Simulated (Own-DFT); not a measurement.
Si2SnGe13 (diamond-structure random alloy, atoms displaced) (calculated)

All values are calculated (Own-DFT development build). A calculation, not a measurement: plane-wave density functional theory by an unreviewed code, no spin, of a simulated periodic cell, stress positive in tension, run twice, with PBE and with PBEsol, both on files made for PBE, so the change isn't that of files made for PBEsol, forces on such cells moved up to 12 meV/angstrom on a denser k mesh; the far tail of each file's local potential was reset to the Coulomb form; each entry is a single point on an unrelaxed cell, so the pressure reflects the starting lattice, mostly measured values (interpolated for alloys), from which strain is counted, and rises with the displacements; printed positions are rounded, which can move forces by about a meV/angstrom; the program, named Own-DFT, is a retired in-house code; no spin-orbit coupling; stress was not checked against mesh or cutoff.

```json
{"formula": "Si2SnGe13", "kind": "diamond-structure random alloy, atoms displaced", "structure": {"cell_angstrom": [[11.3631, 0.0, 0.0], [0.0, 11.3631, 0.0], [0.0, 0.0, 11.3631]], "atoms_fractional": [["Si", 0.00209, 0.00305, 0.99846], ["Ge", 0.99868, 0.2494, 0.2502], ["Ge", 0.24852, 0.00098, 0.25107], ["Ge", 0.24874, 0.24721, 0.00228], ["Si", 0.1251, 0.12587, 0.12338], ["Ge", 0.12437, 0.37868, 0.37382], ["Ge", 0.37118, 0.12112, 0.3727], ["Ge", 0.37749, 0.37744, 0.1271], ["Ge", 0.00269, 0.99556, 0.50196], ["Ge", 0.00026, 0.25228, 0.75066], ["Ge", 0.25387, 0.99938, 0.74784], ["Si", 0.24581, 0.25048, 0.49903], ["Ge", 0.12483, 0.12285, 0.62838], ["Sn", 0.12666, 0.37352, 0.87085], ["Si", 0.3769, 0.12768, 0.87277], ["Si", 0.37845, 0.37616, 0.62185], ["Si", 0.0018, 0.501, 0.99831], ["Sn", 0.99879, 0.74855, 0.24907], ["Ge", 0.24947, 0.49786, 0.24959], ["Ge", 0.25024, 0.75346, 0.99997], ["Sn", 0.12307, 0.62313, 0.12499], ["Si", 0.12054, 0.873, 0.37397], ["Ge", 0.3748, 0.62704, 0.37692], ["Ge", 0.36854, 0.87671, 0.12444], ["Ge", 0.99729, 0.49845, 0.50175], ["Ge", 0.00418, 0.74474, 0.74788], ["Ge", 0.25051, 0.50192, 0.74907], ["Ge", 0.24948, 0.75094, 0.50651], ["Ge", 0.12303, 0.62724, 0.62653], ["Ge", 0.12666, 0.87422, 0.8741], ["Ge", 0.37798, 0.62969, 0.87855], ["Ge", 0.37209, 0.8762, 0.62293], ["Ge", 0.49961, 0.99951, 0.00473], ["Ge", 0.50512, 0.24846, 0.25358], ["Ge", 0.74792, 0.00357, 0.2539], ["Ge", 0.74945, 0.24919, 0.99637], ["Ge", 0.62655, 0.12304, 0.12372], ["Ge", 0.62649, 0.3757, 0.37147], ["Ge", 0.8759, 0.12784, 0.37995], ["Ge", 0.87531, 0.37542, 0.12693], ["Ge", 0.49986, 0.99567, 0.4988], ["Ge", 0.49594, 0.25173, 0.7516], ["Ge", 0.75312, 0.00215, 0.74943], ["Ge", 0.74647, 0.25018, 0.49919], ["Ge", 0.62246, 0.12126, 0.62697], ["Ge", 0.62451, 0.37538, 0.87657], ["Ge", 0.87585, 0.13019, 0.87916], ["Ge", 0.87426, 0.37755, 0.62583], ["Ge", 0.50079, 0.50233, 0.00145], ["Ge", 0.50116, 0.75239, 0.25387], ["Ge", 0.75221, 0.50526, 0.2464], ["Ge", 0.74908, 0.7491, 0.00295], ["Ge", 0.62754, 0.62541, 0.12506], ["Sn", 0.62307, 0.87342, 0.37352], ["Ge", 0.87219, 0.62548, 0.37118], ["Ge", 0.87796, 0.87323, 0.12555], ["Ge", 0.50207, 0.49941, 0.50211], ["Ge", 0.50167, 0.74789, 0.75069], ["Ge", 0.75176, 0.49986, 0.74973], ["Ge", 0.75529, 0.75164, 0.49897], ["Ge", 0.62168, 0.62757, 0.62221], ["Ge", 0.6295, 0.87641, 0.87555], ["Si", 0.872, 0.61983, 0.87286], ["Ge", 0.87372, 0.87504, 0.61888]]}, "settings": {"functional": "PBE, then PBEsol", "potential_files": "PseudoDojo norm-conserving, scalar-relativistic, standard set", "wave_cutoff [hartree]": 49.0, "occupations": "Fermi-Dirac", "smearing_width [eV]": 0.1, "k_mesh": "3 x 3 x 3 centred on Gamma"}, "results": {"PBE_pressure [GPa]": 4.32, "PBE_stress_xx [GPa]": -4.33, "PBE_stress_yy [GPa]": -4.34, "PBE_stress_zz [GPa]": -4.28, "PBE_stress_yz [GPa]": -0.46, "PBE_stress_xz [GPa]": 0.08, "PBE_stress_xy [GPa]": -0.32, "PBEsol_pressure [GPa]": 1.48, "PBEsol_stress_xx [GPa]": -1.49, "PBEsol_stress_yy [GPa]": -1.51, "PBEsol_stress_zz [GPa]": -1.45, "PBEsol_stress_yz [GPa]": -0.45, "PBEsol_stress_xz [GPa]": 0.07, "PBEsol_stress_xy [GPa]": -0.31, "force_element": ["Si", "Ge", "Ge", "Ge", "Si", "Ge", "Ge", "Ge", "Ge", "Ge", "Ge", "Si", "Ge", "Sn", "Si", "Si", "Si", "Sn", "Ge", "Ge", "Sn", "Si", "Ge", "Ge", "Ge", "Ge", "Ge", "Ge", "Ge", "Ge", "Ge", "Ge", "Ge", "Ge", "Ge", "Ge", "Ge", "Ge", "Ge", "Ge", "Ge", "Ge", "Ge", "Ge", "Ge", "Ge", "Ge", "Ge", "Ge", "Ge", "Ge", "Ge", "Ge", "Sn", "Ge", "Ge", "Ge", "Ge", "Ge", "Ge", "Ge", "Ge", "Si", "Ge"], "PBE_force_x [eV/angstrom]": [0.076, 0.437, -1.04, 1.217, -0.353, 0.045, 0.272, 0.063, 0.171, -1.275, -0.011, 0.531, 0.133, 0.034, -0.251, -0.84, -2.201, -0.732, 1.174, 0.515, 1.621, 1.512, -0.138, 0.691, 0.146, -1.323, 1.582, -0.546, 0.42, -0.371, -0.307, 0.721, -0.289, -0.624, 1.478, -0.192, 0.048, 0.183, 0.115, 0.212, -1.234, 0.089, 0.163, 0.105, -0.152, -0.066, 0.492, -0.188, 0.053, -1.734, -0.303, 0.675, -0.668, 1.003, -0.514, -1.218, -0.304, -0.119, -0.551, -0.085, 0.866, -0.398, 0.654, 0.532], "PBE_force_y [eV/angstrom]": [-0.166, -0.16, -0.274, -0.793, -0.394, -0.694, 0.829, -0.674, 0.398, -1.303, 0.421, 0.137, 0.419, 0.537, -0.498, -0.321, -0.357, 1.466, -0.397, 0.293, -1.257, 0.948, -0.3, -0.133, 0.505, 0.614, 0.797, 0.147, -0.776, 0.522, -0.343, -0.249, 0.201, -0.13, 0.656, 0.4, 0.372, 0.437, -0.397, 0.198, 1.375, 0.062, -0.097, 0.138, 0.431, 0.121, -0.752, -0.673, -0.096, -1.569, -0.757, -0.09, 0.247, 0.283, -1.057, 2.013, -0.22, 0.75, 0.312, -1.215, -0.139, -0.059, 0.423, -0.11], "PBE_force_z [eV/angstrom]": [0.343, -0.141, -0.198, 0.569, 0.153, 0.416, 0.795, 0.019, -0.525, -1.292, 0.734, 0.241, -0.464, 1.037, 0.605, 0.015, -0.564, 1.693, 0.968, -0.679, -1.762, 1.163, 0.072, 0.398, -0.364, 0.764, -1.101, -1.105, -0.514, -0.041, -0.344, 0.449, -0.918, -0.509, -1.192, 0.816, 0.146, 0.27, -0.138, -0.763, 1.038, -0.308, 0.18, 0.44, -0.107, -0.319, -0.488, -0.13, 0.003, -2.02, 0.237, -0.759, 0.144, 0.574, 1.617, -1.314, -0.453, -0.032, 0.04, 0.563, 0.257, 0.011, 0.643, 1.133], "PBEsol_force_x [eV/angstrom]": [0.037, 0.385, -0.933, 1.183, -0.304, 0.009, 0.294, 0.056, 0.123, -1.233, -0.044, 0.484, 0.095, 0.067, -0.245, -0.784, -2.125, -0.768, 1.136, 0.507, 1.625, 1.484, -0.127, 0.67, 0.141, -1.236, 1.497, -0.498, 0.407, -0.319, -0.296, 0.691, -0.249, -0.598, 1.428, -0.185, 0.044, 0.174, 0.101, 0.178, -1.2, 0.154, 0.144, 0.109, -0.142, -0.061, 0.439, -0.179, 0.054, -1.683, -0.292, 0.62, -0.639, 0.972, -0.506, -1.217, -0.257, -0.115, -0.561, -0.08, 0.833, -0.386, 0.602, 0.518], "PBEsol_force_y [eV/angstrom]": [-0.201, -0.115, -0.267, -0.705, -0.342, -0.639, 0.763, -0.644, 0.415, -1.264, 0.371, 0.101, 0.371, 0.484, -0.485, -0.278, -0.387, 1.382, -0.386, 0.292, -1.182, 0.933, -0.288, -0.126, 0.489, 0.612, 0.801, 0.115, -0.741, 0.468, -0.328, -0.242, 0.17, -0.122, 0.637, 0.384, 0.356, 0.416, -0.381, 0.166, 1.328, 0.062, -0.095, 0.131, 0.414, 0.113, -0.687, -0.646, -0.09, -1.527, -0.731, -0.06, 0.24, 0.28, -1.022, 1.911, -0.17, 0.721, 0.263, -1.174, -0.138, -0.062, 0.445, -0.104], "PBEsol_force_z [eV/angstrom]": [0.298, -0.103, -0.193, 0.542, 0.188, 0.368, 0.735, 0.019, -0.469, -1.248, 0.674, 0.203, -0.42, 0.966, 0.592, 0.049, -0.517, 1.605, 0.941, -0.659, -1.669, 1.146, 0.071, 0.382, -0.352, 0.702, -1.039, -1.036, -0.488, -0.072, -0.334, 0.429, -0.856, -0.496, -1.156, 0.788, 0.148, 0.264, -0.138, -0.704, 1.01, -0.295, 0.172, 0.417, -0.108, -0.309, -0.507, -0.124, 0.006, -1.953, 0.231, -0.699, 0.138, 0.559, 1.564, -1.246, -0.471, -0.029, 0.005, 0.544, 0.246, 0.016, 0.592, 1.081], "rms_change_of_force_components_from_PBE_to_PBEsol [eV/angstrom]": 0.038}}
```
